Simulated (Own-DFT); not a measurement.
Simulation results for GaN (wurtzite, strained, atoms displaced)

All values are calculated (Own-DFT development build). A calculation, not a measurement: plane-wave PBE density functional theory by an unreviewed code, no spin, of a simulated periodic cell, stress positive in tension, free energy of the whole cell less one offset for each atom, forces on such cells passed a denser k mesh, this cell's mesh not checked; offsets are fitted by least squares, one for each functional and potential file, so energies compare only between cells with the same atoms and settings and are not formation energies; the far tail of each file's local potential was reset to the Coulomb form; each entry is a single point on an unrelaxed cell, so the pressure reflects the starting lattice, mostly measured values (interpolated for alloys), from which strain is counted, and rises with the displacements; printed positions are rounded, which can move forces by about a meV/angstrom; the program, named Own-DFT, is a retired in-house code; no spin-orbit coupling.

```xyz
96
Lattice="12.8831 -0.0465 0.1043 -4.8613 8.2082 0.0354 0.0848 0.0932 10.3711" Properties=species:S:1:pos:R:3:force_x:R:1:force_y:R:1:force_z:R:1 formula=GaN functional=PBE potential_files=PseudoDojo_norm-conserving,scalar-relativistic,standard_set_with_the_stringent_files_for_Ga wave_cutoff=96 occupations=Gaussian smearing_width=0.01 k_mesh=3_x_4_x_3_centred_on_Gamma free_energy_of_cell_above_offsets=-4.155 pressure=7.48 stress_xx=-4.22 stress_yy=-12.47 stress_zz=-5.76 stress_yz=2.28 stress_xz=1.87 stress_xy=-0.95
Ga     0.1149     1.9246    10.3479      0.214     -0.545      0.713
Ga     1.5411     0.8696     2.6005      0.995       2.49      0.777
N      0.0014     1.8474     2.0503      0.178       0.67     -1.482
N      1.6185     1.0432     4.5959      2.399     -1.917     -1.105
Ga     0.0685     1.6846     5.2349     -1.135      3.425      0.804
Ga     1.6595     0.9250     7.7567     -0.503      1.225      0.704
N      0.0048     1.9031     7.1687      0.309     -1.081      0.173
N      1.7600     1.0201     9.7291     -0.158      0.125      0.748
Ga    -1.5970     4.6501    10.3637      0.682     -1.658      0.808
Ga    -0.0982     3.7317     2.6825      1.251     -0.174      0.198
N     -1.6771     4.6752     1.9773      0.592     -0.721      0.283
N      0.0536     3.7634     4.6422     -0.428     -1.376     -0.543
Ga    -1.5902     4.6074     5.1424      0.684     -2.023      2.031
Ga     0.0529     3.7155     7.7680     -1.125     -0.485      0.671
N     -1.5767     4.6102     7.1853      0.437       0.93     -0.465
N      0.1102     3.6963     9.7488     -0.681      1.215      0.284
Ga    -3.1931     7.3589     0.0598     -0.816     -1.325     -0.437
Ga    -1.6102     6.5137     2.6681     -0.395     -1.716      0.438
N     -3.2039     7.3346     2.0844     -0.027     -0.343     -1.326
N     -1.6094     6.3403     4.6622       0.25       2.95     -1.454
Ga    -3.1371     7.3501     5.1897     -1.037      0.043      1.006
Ga    -1.5297     6.4799     7.8473     -0.704     -0.477      -0.29
N     -3.2346     7.3608     7.2039      1.039     -0.781     -0.719
N     -1.5277     6.3845     9.8142      0.089      2.938     -0.475
Ga     3.2985     1.8647     0.0765     -0.928       -0.2     -0.695
Ga     4.8568     0.9691     2.6252      0.554     -0.212      0.651
N      3.3227     1.8491     2.0138     -1.545     -0.064      0.009
N      4.8129     0.9840     4.6650      1.422     -0.924     -1.449
Ga     3.3012     1.8784     5.1459     -1.965      0.631      1.925
Ga     4.9053     0.9119     7.8210     -1.054      2.007      0.116
N      3.2256     1.9082     7.3035      0.964     -0.869     -1.946
N      4.9519     0.9693     9.7641     -0.579      1.251     -0.154
Ga     1.5754     4.5812     0.1650      0.002     -1.468     -0.522
Ga     3.2915     3.6795     2.6665     -0.657     -0.154     -0.192
N      1.6752     4.5540     2.0952     -0.878      0.635     -0.362
N      3.2159     3.7042     4.5996       0.81     -0.168      0.128
Ga     1.6828     4.6489     5.2894     -0.989     -2.214     -1.038
Ga     3.2270     3.7299     7.7458     -1.069       0.02      1.557
N      1.5080     4.6445     7.1286      2.278      0.118      1.266
N      3.2456     3.7354     9.7756       0.78      0.967      0.218
Ga    -0.0338     7.3978     0.1075      0.047     -2.946      0.194
Ga     1.6488     6.4317     2.7634     -0.784     -0.738     -1.111
N     -0.0696     7.3304     2.0628      2.016      0.465     -0.158
N      1.6076     6.3200     4.6342      0.083      3.733      0.146
Ga    -0.0324     7.3445     5.2240      0.802     -0.791      0.446
Ga     1.6666     6.3989     7.8440     -1.008      0.392      0.232
N      0.0347     7.4352     7.1766      0.083     -2.364     -0.046
N      1.6507     6.4133     9.8190     -0.477      1.209     -0.251
Ga     6.4973     1.9223    10.2974      0.775     -1.233      1.948
Ga     8.0563     0.8643     2.6303      -0.21      2.399      1.106
N      6.4431     1.9421     2.0942      0.571     -3.038     -1.586
N      8.0722     0.8846     4.6696      0.183      1.514     -1.041
Ga     6.4569     1.8331     5.2486      0.414     -0.028      0.513
Ga     8.0467     0.9161     7.8297      1.056      0.626      0.101
N      6.4961     1.8014     7.2478     -0.581      1.441     -0.607
N      8.1002     0.9642     9.7671      0.338     -0.382      0.782
Ga     4.8402     4.5662     0.1010      -1.29     -0.282     -0.499
Ga     6.3828     3.6429     2.6920      1.915      1.918       0.32
N      4.9029     4.6159     2.0390     -1.142     -0.553      -0.36
N      6.4718     3.6799     4.6453     -0.083     -0.605     -0.255
Ga     4.8659     4.5387     5.2199       -0.4     -0.112      0.869
Ga     6.4064     3.7170     7.8390      0.323     -0.434     -0.055
N      4.7810     4.5917     7.1874       1.45      1.153     -0.029
N      6.4684     3.7018     9.8937     -0.645      0.671     -1.985
Ga     3.2492     7.2685    10.4221      0.352      1.007       0.37
Ga     4.7656     6.3585     2.7287      1.326      1.117     -0.664
N      3.2225     7.3518     2.0860     -0.256      -1.92     -1.413
N      4.7896     6.3018     4.5964      0.668      1.917      1.359
Ga     3.2860     7.3582     5.3108     -0.708     -1.952     -0.705
Ga     4.9548     6.5579     7.8628     -2.377     -2.014     -0.283
N      3.1804     7.3367     7.1893      1.443     -0.419      1.005
N      4.9220     6.4582     9.7639     -0.634      0.292      0.911
Ga     9.6491     1.7467     0.1056     -0.065      0.322      0.013
Ga    11.2705     0.9469     2.6394      1.248     -2.005      1.278
N      9.7221     1.7563     2.1299      -1.65       1.15     -1.228
N     11.4121     0.8782     4.6438     -2.281      0.217     -0.451
Ga     9.7114     1.8250     5.3197      0.474     -0.665     -0.353
Ga    11.2650     0.9458     7.9232      0.882      0.714     -0.603
N      9.7003     1.8456     7.2402     -0.343     -0.209      0.391
N     11.3771     0.9261     9.8293     -0.531      1.748      0.327
Ga     7.9977     4.5988    10.4081      2.377      1.208      1.019
Ga     9.6657     3.6429     2.7727     -0.231      0.039      -0.71
N      8.1251     4.5593     2.0252     -0.974     -0.472      0.502
N      9.6859     3.6448     4.7468      0.139     -0.299     -1.229
Ga     8.0890     4.5196     5.2522     -0.342      0.736      0.533
Ga     9.7691     3.7084     7.9183     -1.338     -0.493     -0.777
N      8.0455     4.5598     7.1874      0.197     -0.492      1.028
N      9.7125     3.6716     9.8132     -0.575      0.067      0.844
Ga     6.3576     7.3271     0.1446      0.968     -1.864      0.431
Ga     8.0833     6.3952     2.6785     -0.556     -1.118      1.078
N      6.4932     7.2129     2.0825     -1.471      1.189      0.106
N      8.0800     6.3937     4.8102      0.246      0.078     -1.698
Ga     6.4703     7.3128     5.3569     -0.384     -0.798     -1.405
Ga     8.0543     6.3697     7.8035      0.466      0.361      1.376
N      6.4786     7.3571     7.2563      0.492      0.273     -0.181
N      8.0432     6.4921     9.8567      0.743     -0.472     -0.401
```

Units: wave_cutoff in hartree; smearing_width, free_energy_of_cell_above_offsets in eV; pressure, stress_xx, stress_yy, stress_zz, stress_yz, stress_xz, stress_xy in GPa; force_x, force_y, force_z in eV/Å.
